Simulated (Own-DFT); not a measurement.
## Calculated data, Al₃GaN₄ (wurtzite random alloy, atoms displaced)

A calculation, not a measurement: plane-wave PBE density functional theory by an unreviewed code, no spin, of a simulated periodic cell, stress positive in tension, free energy of the whole cell less one offset for each atom, forces on such cells passed a denser k mesh, this cell's mesh not checked; offsets are fitted by least squares, one for each functional and potential file, so energies compare only between cells with the same atoms and settings and are not formation energies; the far tail of each file's local potential was reset to the Coulomb form; each entry is a single point on an unrelaxed cell, so the pressure reflects the starting lattice, mostly measured values, from which strain is counted, and rises with the displacements; printed positions are rounded, which can move forces by about a meV/angstrom; the program is a retired in-house code; no spin-orbit coupling. Program: Own-DFT development build.

Settings shared by all entries: functional PBE; potential files PseudoDojo norm-conserving, scalar-relativistic, standard set with the stringent files for Ga; wave cutoff 96 hartree; occupations Gaussian; smearing width 0.01 eV; k mesh 4 x 4 x 3 centred on Gamma.

(1) Al₃GaN₄ (wurtzite random alloy, atoms displaced)

```cif
# cell vector a (Å): 9.3938 0.0000 0.0000
# cell vector b (Å): -4.6969 8.1352 0.0000
# cell vector c (Å): 0.0000 0.0000 10.0655
data_Al3GaN4
_symmetry_space_group_name_H-M 'P 1'
_symmetry_Int_Tables_number 1
_cell_length_a 9.3938
_cell_length_b 9.3937
_cell_length_c 10.0655
_cell_angle_alpha 90.000
_cell_angle_beta 90.000
_cell_angle_gamma 120.000
_cell_volume 769.21
loop_
_atom_site_label
_atom_site_type_symbol
_atom_site_fract_x
_atom_site_fract_y
_atom_site_fract_z
_atom_site_occupancy
Al1 Al 0.10943 0.22365 0.99677 1
Al2 Al 0.21569 0.10799 0.25580 1
N1 N 0.11036 0.22227 0.19077 1
N2 N 0.22050 0.11190 0.43499 1
Al3 Al 0.10480 0.21915 0.50305 1
Ga1 Ga 0.22199 0.11302 0.74866 1
N3 N 0.12105 0.22625 0.69265 1
N4 N 0.22293 0.10986 0.93958 1
Al4 Al 0.10775 0.55254 0.99924 1
Al5 Al 0.22056 0.44872 0.25032 1
N5 N 0.10763 0.54820 0.19015 1
N6 N 0.22502 0.44911 0.44255 1
Ga2 Ga 0.10901 0.55212 0.50163 1
Al6 Al 0.21597 0.44014 0.74933 1
N7 N 0.10767 0.54993 0.69185 1
N8 N 0.21944 0.44776 0.93966 1
Al7 Al 0.11173 0.88751 0.00000 1
Al8 Al 0.22291 0.77793 0.25035 1
N9 N 0.11138 0.89108 0.18937 1
N10 N 0.21662 0.78201 0.44610 1
Al9 Al 0.10447 0.88694 0.50089 1
Al10 Al 0.22206 0.77794 0.75265 1
N11 N 0.11318 0.89293 0.68508 1
N12 N 0.21776 0.77640 0.93635 1
Al11 Al 0.45179 0.23063 0.99736 1
Al12 Al 0.55494 0.11263 0.24281 1
N13 N 0.44077 0.22487 0.19177 1
N14 N 0.55746 0.10720 0.43990 1
Al13 Al 0.44159 0.21836 0.49483 1
Al14 Al 0.55965 0.11938 0.75208 1
N15 N 0.43817 0.22280 0.69389 1
N16 N 0.55645 0.11411 0.94031 1
Ga3 Ga 0.44814 0.55678 0.00463 1
Al15 Al 0.55625 0.44584 0.25475 1
N17 N 0.44059 0.55283 0.19559 1
N18 N 0.55613 0.44566 0.44396 1
Ga4 Ga 0.44149 0.54871 0.49775 1
Al16 Al 0.55046 0.43909 0.74794 1
N19 N 0.44627 0.56527 0.68840 1
N20 N 0.54752 0.43874 0.93886 1
Ga5 Ga 0.44171 0.88438 0.99737 1
Al17 Al 0.55311 0.77601 0.24792 1
N21 N 0.44479 0.89127 0.19170 1
N22 N 0.55772 0.77479 0.43678 1
Al18 Al 0.45095 0.89269 0.50401 1
Ga6 Ga 0.55214 0.77816 0.74868 1
N23 N 0.43846 0.88347 0.69178 1
N24 N 0.55595 0.77175 0.93890 1
Al19 Al 0.77432 0.21166 0.99922 1
Al20 Al 0.88340 0.10419 0.24995 1
N25 N 0.78061 0.21520 0.18880 1
N26 N 0.89394 0.11539 0.43619 1
Al21 Al 0.78031 0.22827 0.49696 1
Ga7 Ga 0.89340 0.11183 0.75256 1
N27 N 0.77541 0.22068 0.69777 1
N28 N 0.89039 0.11223 0.94479 1
Al22 Al 0.77557 0.55288 0.99638 1
Al23 Al 0.88967 0.44049 0.25655 1
N29 N 0.77671 0.55342 0.19232 1
N30 N 0.89017 0.44674 0.43919 1
Al24 Al 0.77640 0.55572 0.50320 1
Al25 Al 0.88351 0.44186 0.74882 1
N31 N 0.78409 0.56106 0.69112 1
N32 N 0.89330 0.44505 0.94151 1
Ga8 Ga 0.77938 0.89238 0.99853 1
Ga9 Ga 0.88803 0.77406 0.25182 1
N33 N 0.77791 0.88681 0.19362 1
N34 N 0.88538 0.77274 0.43910 1
Al26 Al 0.77098 0.88594 0.50010 1
Al27 Al 0.89402 0.77851 0.74765 1
N35 N 0.77578 0.88817 0.68931 1
N36 N 0.88237 0.77358 0.94096 1
```

- free energy of cell above offsets: -25.843 eV
- pressure: 5.07 GPa
- stress xx: -5.18 GPa
- stress yy: -4.99 GPa
- stress zz: -5.03 GPa
- stress yz: -0.24 GPa
- stress xz: -0.16 GPa
- stress xy: 0.19 GPa

Force:
```
element  x (eV/Å)  y (eV/Å)  z (eV/Å)
     Al     1.109      0.21      1.19
     Al     0.128     0.672    -2.008
      N    -0.277     0.005    -0.153
      N    -0.207    -0.171     2.001
     Al     1.073     0.785    -0.746
     Ga     0.415    -1.096      1.08
      N    -1.932      0.34     -1.34
      N    -0.187     0.204     0.982
     Al     0.154      0.38     0.264
     Al     0.568    -1.462     0.246
      N    -0.534     1.423      0.03
      N    -0.604     -2.07    -1.089
     Ga     0.193     1.313     0.268
     Al     0.852     1.597     0.419
      N    -0.568     0.389     0.882
      N     0.198    -0.757    -0.309
     Al    -0.716     0.373     0.089
     Al    -0.532    -0.157     0.513
      N     1.008    -0.204    -0.198
      N     1.428     0.228    -1.142
     Al     0.274     0.429    -0.596
     Al    -0.428    -0.468    -1.182
      N    -0.056    -1.304     0.675
      N    -0.283    -0.534     0.629
     Al    -1.101    -1.959     1.064
     Al     0.037     0.171     0.714
      N     0.638    -0.147    -0.104
      N    -0.358     1.009    -0.213
     Al     0.081     0.011       0.5
     Al    -0.785     -1.51    -0.261
      N     2.408     0.449    -1.697
      N     0.149     0.191    -0.132
     Ga     -0.91    -0.837    -0.132
     Al    -0.042     -0.24    -0.458
      N     0.379     0.441     0.413
      N     1.491    -1.333    -0.521
     Ga    -0.239     1.368      0.79
     Al    -0.413     1.715     0.024
      N     0.306    -3.088     0.645
      N     1.649     1.016    -0.792
     Ga    -0.068     0.249     0.202
     Al     0.275      0.26     0.394
      N     0.007    -0.603     0.181
      N    -0.986     0.992     0.029
     Al    -0.763    -1.226    -0.568
     Ga      0.56     0.321     0.362
      N    -0.621     2.027    -0.209
      N    -0.533     1.123     0.357
     Al    -0.264     1.798     0.374
     Al     1.127     0.733    -0.204
      N    -1.314     0.648     0.157
      N    -1.027    -0.676      1.13
     Al     0.248    -1.065     0.525
     Ga    -0.221    -0.273    -0.224
      N    -0.194     0.672    -1.729
      N     0.072     0.589    -0.556
     Al     0.165    -0.168     0.671
     Al    -0.415    -0.011    -1.809
      N      0.15    -1.414    -0.704
      N    -1.263    -0.749     0.476
     Al     0.188     0.131    -0.351
     Al     0.914     0.532     0.792
      N    -0.785    -1.172    -0.058
      N    -1.282     -0.91    -0.393
     Ga     0.216     -0.92     0.799
     Ga     0.108      0.21    -0.487
      N    -1.138     0.024    -0.176
      N    -0.423      0.54     1.715
     Al     0.924     0.423    -0.312
     Al    -0.792     0.445     0.536
      N     1.217     0.059    -0.468
      N     1.547      0.03    -0.798
```

(2) Al₃GaN₄ (wurtzite random alloy, atoms displaced)

```cif
# cell vector a (Å): 9.3938 0.0000 0.0000
# cell vector b (Å): -4.6969 8.1352 0.0000
# cell vector c (Å): 0.0000 0.0000 10.0655
data_Al3GaN4
_symmetry_space_group_name_H-M 'P 1'
_symmetry_Int_Tables_number 1
_cell_length_a 9.3938
_cell_length_b 9.3937
_cell_length_c 10.0655
_cell_angle_alpha 90.000
_cell_angle_beta 90.000
_cell_angle_gamma 120.000
_cell_volume 769.21
loop_
_atom_site_label
_atom_site_type_symbol
_atom_site_fract_x
_atom_site_fract_y
_atom_site_fract_z
_atom_site_occupancy
Al1 Al 0.10550 0.22446 0.00136 1
Al2 Al 0.21605 0.10791 0.25143 1
N1 N 0.10863 0.21988 0.19148 1
N2 N 0.21123 0.10656 0.44223 1
Ga1 Ga 0.10813 0.22084 0.49794 1
Ga2 Ga 0.22065 0.11193 0.75048 1
N3 N 0.11097 0.22522 0.69094 1
N4 N 0.22260 0.10827 0.93496 1
Ga3 Ga 0.11311 0.56279 0.00227 1
Al3 Al 0.22566 0.44489 0.24790 1
N5 N 0.10690 0.55197 0.18937 1
N6 N 0.22135 0.43467 0.44164 1
Al4 Al 0.11018 0.55283 0.49963 1
Al5 Al 0.22355 0.44773 0.74698 1
N7 N 0.11302 0.55811 0.68713 1
N8 N 0.23027 0.44425 0.94416 1
Al6 Al 0.11199 0.88673 0.99996 1
Al7 Al 0.22425 0.77639 0.25095 1
N9 N 0.10984 0.88829 0.18769 1
N10 N 0.22446 0.78293 0.44294 1
Al8 Al 0.11638 0.88969 0.49596 1
Al9 Al 0.22032 0.78005 0.75158 1
N11 N 0.11706 0.89370 0.68992 1
N12 N 0.21720 0.77281 0.93972 1
Al10 Al 0.44387 0.21900 0.00095 1
Al11 Al 0.55291 0.11228 0.25298 1
N13 N 0.44328 0.22683 0.19338 1
N14 N 0.55390 0.11029 0.43858 1
Al12 Al 0.44777 0.22753 0.50740 1
Al13 Al 0.55170 0.10975 0.74928 1
N15 N 0.44248 0.22111 0.69075 1
N16 N 0.55369 0.10977 0.94190 1
Ga4 Ga 0.43814 0.55284 0.00023 1
Al14 Al 0.55655 0.44574 0.24687 1
N17 N 0.43852 0.55179 0.18366 1
N18 N 0.55512 0.44380 0.43917 1
Ga5 Ga 0.45020 0.56479 0.50037 1
Al15 Al 0.54840 0.44546 0.74751 1
N19 N 0.44474 0.55142 0.68911 1
N20 N 0.55063 0.44397 0.93748 1
Al16 Al 0.44606 0.88805 0.99661 1
Ga6 Ga 0.55698 0.77390 0.25012 1
N21 N 0.44409 0.88427 0.18969 1
N22 N 0.56178 0.78030 0.43865 1
Ga7 Ga 0.44376 0.88266 0.50205 1
Al17 Al 0.55636 0.78035 0.74454 1
N23 N 0.44330 0.89454 0.68845 1
N24 N 0.55515 0.77123 0.93970 1
Al18 Al 0.78397 0.22770 0.99784 1
Al19 Al 0.88875 0.11292 0.24833 1
N25 N 0.77916 0.21687 0.19214 1
N26 N 0.89026 0.11128 0.44075 1
Al20 Al 0.78058 0.22410 0.50149 1
Ga8 Ga 0.88365 0.10752 0.74752 1
N27 N 0.77763 0.22985 0.68552 1
N28 N 0.88816 0.10935 0.94053 1
Al21 Al 0.78042 0.54937 0.99293 1
Al22 Al 0.88763 0.44114 0.24982 1
N29 N 0.78214 0.56355 0.19103 1
N30 N 0.89693 0.44815 0.44440 1
Al23 Al 0.78095 0.56380 0.49546 1
Ga9 Ga 0.88843 0.44129 0.74691 1
N31 N 0.78254 0.56017 0.68874 1
N32 N 0.88767 0.43862 0.94385 1
Al24 Al 0.77748 0.89119 0.00285 1
Al25 Al 0.88493 0.77564 0.25068 1
N33 N 0.78184 0.89564 0.19388 1
N34 N 0.88650 0.77172 0.43826 1
Al26 Al 0.77522 0.89131 0.50576 1
Al27 Al 0.88899 0.77682 0.75317 1
N35 N 0.77673 0.88761 0.68882 1
N36 N 0.88993 0.77712 0.93470 1
```

- free energy of cell above offsets: -25.358 eV
- pressure: 5.36 GPa
- stress xx: -3.62 GPa
- stress yy: -6.66 GPa
- stress zz: -5.79 GPa
- stress yz: 0.22 GPa
- stress xz: -0.3 GPa
- stress xy: -0.18 GPa

Force:
```
element  x (eV/Å)  y (eV/Å)  z (eV/Å)
     Al      1.54    -0.455    -0.217
     Al     0.443     0.283     0.078
      N    -0.029     0.399     -0.41
      N     2.467     0.038    -0.783
     Ga     0.178    -0.506     1.005
     Ga    -0.229     0.156    -0.421
      N     -0.43     0.639     0.317
      N    -0.422     0.198     2.629
     Ga      0.77    -1.828    -0.136
     Al    -0.797    -0.653     0.493
      N     0.527     0.383     1.594
      N    -0.896     3.009    -1.323
     Al     0.781     0.529    -0.146
     Al    -0.071    -0.448     0.665
      N     0.899       0.5     0.381
      N    -3.171    -1.438    -1.978
     Al    -0.684     0.496    -0.277
     Al    -0.509     0.085     -0.13
      N     0.294    -0.244     0.499
      N     0.041    -1.788    -1.127
     Al     -1.37    -0.086     0.968
     Al     0.038    -0.255    -0.526
      N     -0.75     -1.69    -0.656
      N     0.673     2.221    -0.662
     Al    -0.768     0.558    -0.115
     Al     0.316    -0.376    -0.604
      N     0.282    -0.902    -0.538
      N     0.181     0.943       0.6
     Al    -0.479    -0.894    -1.558
     Al     0.153      0.93     0.223
      N     0.944     0.948    -0.024
      N     0.673     0.152    -0.463
     Ga     1.963     0.644    -0.341
     Al    -0.142     0.222     0.296
      N     0.942    -0.205     2.361
      N     0.773     0.122    -0.304
     Ga    -0.025    -1.938    -0.312
     Al     1.996    -0.417     0.599
      N    -1.192     1.477     0.631
      N     1.836    -0.787    -0.073
     Al     0.065    -0.382     0.564
     Ga    -0.224     0.317    -0.666
      N    -0.951       0.9    -0.423
      N     0.111     0.491     0.641
     Ga    -0.359     1.295     -0.78
     Al    -0.189    -0.611     1.181
      N     0.744    -1.005     1.666
      N    -0.379      2.19    -0.913
     Al    -0.525    -1.902     0.907
     Al     0.466    -0.142      0.96
      N    -1.327     0.948    -0.591
      N    -1.748    -0.829    -0.352
     Al    -0.369    -0.049    -1.104
     Ga     0.338     1.012     0.258
      N    -0.522    -2.462     0.277
      N     -0.46      0.25     0.528
     Al    -1.694     0.981     0.687
     Al    -0.213     0.262      0.43
      N     0.039    -1.743    -0.797
      N    -1.295     -0.59    -1.014
     Al     0.426    -1.839     0.858
     Ga    -0.195     1.453      0.45
      N    -1.402    -0.183    -0.209
      N      -0.2     0.584    -0.587
     Al     0.405    -0.837    -0.249
     Al     0.496     1.036    -0.058
      N     0.689    -0.675    -0.968
      N    -0.266     2.047     0.135
     Al     1.553     0.122    -1.485
     Al     0.491     0.369    -1.172
      N    -0.105    -0.959     0.114
      N    -0.148    -0.073     1.496
```

(3) Al₃GaN₄ (wurtzite random alloy, atoms displaced)

```cif
# cell vector a (Å): 9.3938 0.0000 0.0000
# cell vector b (Å): -4.6969 8.1352 0.0000
# cell vector c (Å): 0.0000 0.0000 10.0655
data_Al3GaN4
_symmetry_space_group_name_H-M 'P 1'
_symmetry_Int_Tables_number 1
_cell_length_a 9.3938
_cell_length_b 9.3937
_cell_length_c 10.0655
_cell_angle_alpha 90.000
_cell_angle_beta 90.000
_cell_angle_gamma 120.000
_cell_volume 769.21
loop_
_atom_site_label
_atom_site_type_symbol
_atom_site_fract_x
_atom_site_fract_y
_atom_site_fract_z
_atom_site_occupancy
Al1 Al 0.11290 0.22791 0.00429 1
Al2 Al 0.22648 0.11547 0.25029 1
N1 N 0.11514 0.23020 0.19200 1
N2 N 0.21310 0.10257 0.43987 1
Ga1 Ga 0.10860 0.22027 0.49873 1
Al3 Al 0.22682 0.11821 0.74902 1
N3 N 0.11047 0.22232 0.68737 1
N4 N 0.22014 0.11286 0.94648 1
Al4 Al 0.11053 0.55363 0.00136 1
Al5 Al 0.22841 0.44591 0.24964 1
N5 N 0.10640 0.54981 0.19529 1
N6 N 0.22743 0.45286 0.44106 1
Al6 Al 0.10911 0.55568 0.50441 1
Ga2 Ga 0.22032 0.44046 0.75160 1
N7 N 0.10549 0.54976 0.68614 1
N8 N 0.22434 0.44224 0.94043 1
Al7 Al 0.10493 0.88091 0.00159 1
Al8 Al 0.21855 0.77779 0.25286 1
N9 N 0.11357 0.89157 0.18896 1
N10 N 0.22853 0.78152 0.44608 1
Ga3 Ga 0.11307 0.88691 0.50425 1
Al9 Al 0.22591 0.77704 0.74582 1
N11 N 0.11090 0.88451 0.69648 1
N12 N 0.22971 0.77977 0.94400 1
Al10 Al 0.44600 0.22566 0.99466 1
Al11 Al 0.55284 0.11486 0.25702 1
N13 N 0.44886 0.22556 0.19322 1
N14 N 0.55905 0.11395 0.44110 1
Al12 Al 0.44448 0.21829 0.49900 1
Al13 Al 0.55737 0.11225 0.75266 1
N15 N 0.43921 0.22181 0.69047 1
N16 N 0.55334 0.10688 0.93618 1
Al14 Al 0.43191 0.54895 0.00550 1
Al15 Al 0.55607 0.44838 0.24778 1
N17 N 0.43790 0.54565 0.19099 1
N18 N 0.55740 0.44515 0.43799 1
Al16 Al 0.44575 0.55009 0.50353 1
Al17 Al 0.55955 0.45234 0.75025 1
N19 N 0.44146 0.55072 0.68756 1
N20 N 0.54935 0.43984 0.93736 1
Al18 Al 0.44267 0.88953 0.99962 1
Ga4 Ga 0.55608 0.77704 0.24822 1
N21 N 0.44032 0.88330 0.19105 1
N22 N 0.55615 0.78110 0.43689 1
Al19 Al 0.44914 0.89448 0.50036 1
Ga5 Ga 0.55467 0.77517 0.75317 1
N23 N 0.43934 0.88298 0.69050 1
N24 N 0.55262 0.77635 0.93525 1
Ga6 Ga 0.77237 0.22090 0.99961 1
Ga7 Ga 0.89473 0.11531 0.25394 1
N25 N 0.77441 0.22621 0.19240 1
N26 N 0.89633 0.11321 0.44356 1
Al20 Al 0.78024 0.21429 0.50002 1
Al21 Al 0.89148 0.11407 0.75047 1
N27 N 0.77753 0.22345 0.69191 1
N28 N 0.88972 0.11031 0.93838 1
Al22 Al 0.77513 0.55438 0.00060 1
Al23 Al 0.89757 0.45003 0.24956 1
N29 N 0.77094 0.55298 0.19423 1
N30 N 0.88583 0.44260 0.44276 1
Al24 Al 0.77229 0.55080 0.50153 1
Ga8 Ga 0.88850 0.44622 0.74935 1
N31 N 0.77584 0.55943 0.69166 1
N32 N 0.89870 0.44788 0.94645 1
Al25 Al 0.77863 0.89046 0.00009 1
Al26 Al 0.89301 0.78151 0.24983 1
N33 N 0.78255 0.89022 0.18557 1
N34 N 0.89430 0.77676 0.44226 1
Ga9 Ga 0.78096 0.88547 0.50178 1
Al27 Al 0.88691 0.78015 0.74612 1
N35 N 0.77680 0.88836 0.68674 1
N36 N 0.88270 0.76959 0.93784 1
```

* free energy of cell above offsets: -26.165 eV
* pressure: 4.98 GPa
* stress xx: -5.99 GPa
* stress yy: -3.2 GPa
* stress zz: -5.75 GPa
* stress yz: 0.27 GPa
* stress xz: 0.06 GPa
* stress xy: -1.51 GPa

Force:
```
element  x (eV/Å)  y (eV/Å)  z (eV/Å)
     Al    -0.025    -1.221    -0.365
     Al    -0.207    -0.316    -0.328
      N         1    -0.405    -0.302
      N     1.715     1.653     -0.75
     Ga     1.341     1.591     0.172
     Al    -0.684    -1.345     0.916
      N      0.06    -1.154     1.095
      N     0.146    -0.365    -0.725
     Al     0.874     0.876     0.476
     Al    -1.587     0.077     1.352
      N     1.376     1.369    -0.907
      N     0.006    -0.291    -0.365
     Al     0.278    -0.039    -1.355
     Ga    -0.195     0.472    -0.491
      N     0.683     1.466     0.805
      N    -1.323     0.151      0.92
     Al     0.349     0.863    -0.772
     Al     0.666    -0.237     0.079
      N    -0.184    -0.209     0.377
      N     0.321    -0.882    -1.003
     Ga    -0.014    -0.214     0.367
     Al      -0.8    -0.634     1.052
      N    -0.313      0.87     0.542
      N     -1.38    -0.998      -0.8
     Al    -0.163    -1.118     0.934
     Al     0.872    -0.568    -1.283
      N    -0.566    -0.146    -0.608
      N     0.058    -0.327      0.57
     Al    -0.784     0.546     0.157
     Al    -0.528     -0.48    -1.026
      N      1.39     0.576    -0.255
      N    -1.079     0.265     0.403
     Al     1.855     1.143    -0.927
     Al     0.365     -0.85     0.675
      N      0.49     0.828    -0.741
      N    -0.457    -0.608      0.32
     Al    -0.677     0.936    -0.978
     Al    -0.371    -1.184    -0.034
      N     0.734     0.184     0.102
      N      0.32     1.067     0.487
     Al     0.754      -0.1     0.467
     Ga     0.159     0.026     0.027
      N    -0.829     1.319    -0.314
      N     0.024    -0.767     1.269
     Al     0.211    -0.855      0.12
     Ga    -0.154    -0.057    -1.251
      N      0.27     1.629    -0.606
      N     0.267    -0.239     2.963
     Ga     0.818     0.041     0.523
     Ga    -0.974    -0.182    -0.772
      N      0.05     -0.22     0.664
      N    -1.988    -0.794    -0.317
     Al    -0.789     1.461     0.206
     Al    -0.183    -0.412    -0.042
      N     0.111    -1.267    -0.538
      N      0.56     0.004      0.09
     Al     0.018    -0.421     0.271
     Al    -2.083    -1.184     0.852
      N     1.246     1.024    -0.802
      N     0.477    -0.112    -0.091
     Al     0.769     0.401    -0.389
     Ga    -0.256     0.048     0.611
      N    -0.325     0.034    -0.569
      N    -1.784     0.177    -0.511
     Al    -0.048     -0.48    -0.667
     Al    -0.155    -0.596     0.208
      N      0.28    -0.188     0.281
      N    -0.614    -1.272    -0.974
     Ga    -0.552    -0.039    -0.952
     Al     0.611    -0.082     0.763
      N     0.541     0.867     1.563
      N     0.003     0.891     0.136
```
